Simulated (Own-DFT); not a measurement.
# What a defect does to the pressure of its cell: C40 NbSi2

The numbers are computed, not measured, by runs of the plane-wave DFT program Own-DFT (in-house, retired, unreviewed) at fixed positions, with no spin and no spin-orbit coupling.

All runs used: PBE; PseudoDojo norm-conserving scalar-relativistic files; cutoff 42 hartree; 4 x 4 x 5 k mesh centred on Gamma; cold (Marzari-Vanderbilt) smearing of 0.2 eV.

Keep in mind: forces on such cells failed a check on a denser k mesh; stress not checked against mesh or cutoff.

All runs share one cell, with vectors in Å (0.000, 8.324, 0.000); (-9.613, 0.000, 0.000); (0.000, 0.000, 6.586) and a volume of 527.0 Å³. Atoms were moved at random from their sites; u is the rms move along one axis. The defect's site can differ from row to row.

```
cell,formula,u (Å),P (GPa)
no defect,Nb12Si24,0.0183,1.44
no defect,Nb12Si24,0.0442,2.63
no defect,Nb12Si24,0.0540,2.87
two Nb on a Si site each,Nb14Si22,0.0283,7.70
two Nb on a Si site each,Nb14Si22,0.0313,7.39
two Nb on a Si site each,Nb14Si22,0.0475,8.10
two Si on a Nb site each,Nb10Si26,0.0322,1.73
two Si on a Nb site each,Nb10Si26,0.0341,1.97
two Si on a Nb site each,Nb10Si26,0.0494,2.44
one Si vacancy,Nb12Si23,0.0298,0.96
one Si vacancy,Nb12Si23,0.0300,1.08
one Si vacancy,Nb12Si23,0.0478,?
one Si vacancy,Nb12Si23,0.0494,1.64
```

## Working it out

P = P0 + c u² + a shift for each defect gives P0 = 1.48 GPa, c = 483 ± 63 GPa/Å² and a scatter of 0.17 GPa. The shifts, and each times the cell's volume:

- two Nb on a Si site each: 5.61 ± 0.14 GPa, 18.4 eV (9.2 eV for each of its 2 sites)
- two Si on a Nb site each: -0.18 ± 0.14 GPa, -0.6 eV (-0.3 eV for each of its 2 sites) (not resolved)
- one Si vacancy: -0.93 ± 0.14 GPa, -3.0 eV

Positive is outwards. The product with the volume (160.2 GPa Å³ to the eV) is nearly free of the cell's size; divided by the bulk modulus at the cell's pressure it gives the volume that the defect adds. The atoms around the defects weren't relaxed, which would change these numbers.

## Test on the hidden row

Asked: what pressure belongs in the blank (one Si vacancy, u = 0.0478 Å)?

The fitted form gives 1.65 ± 0.20 GPa. The hidden result is 1.49 GPa.
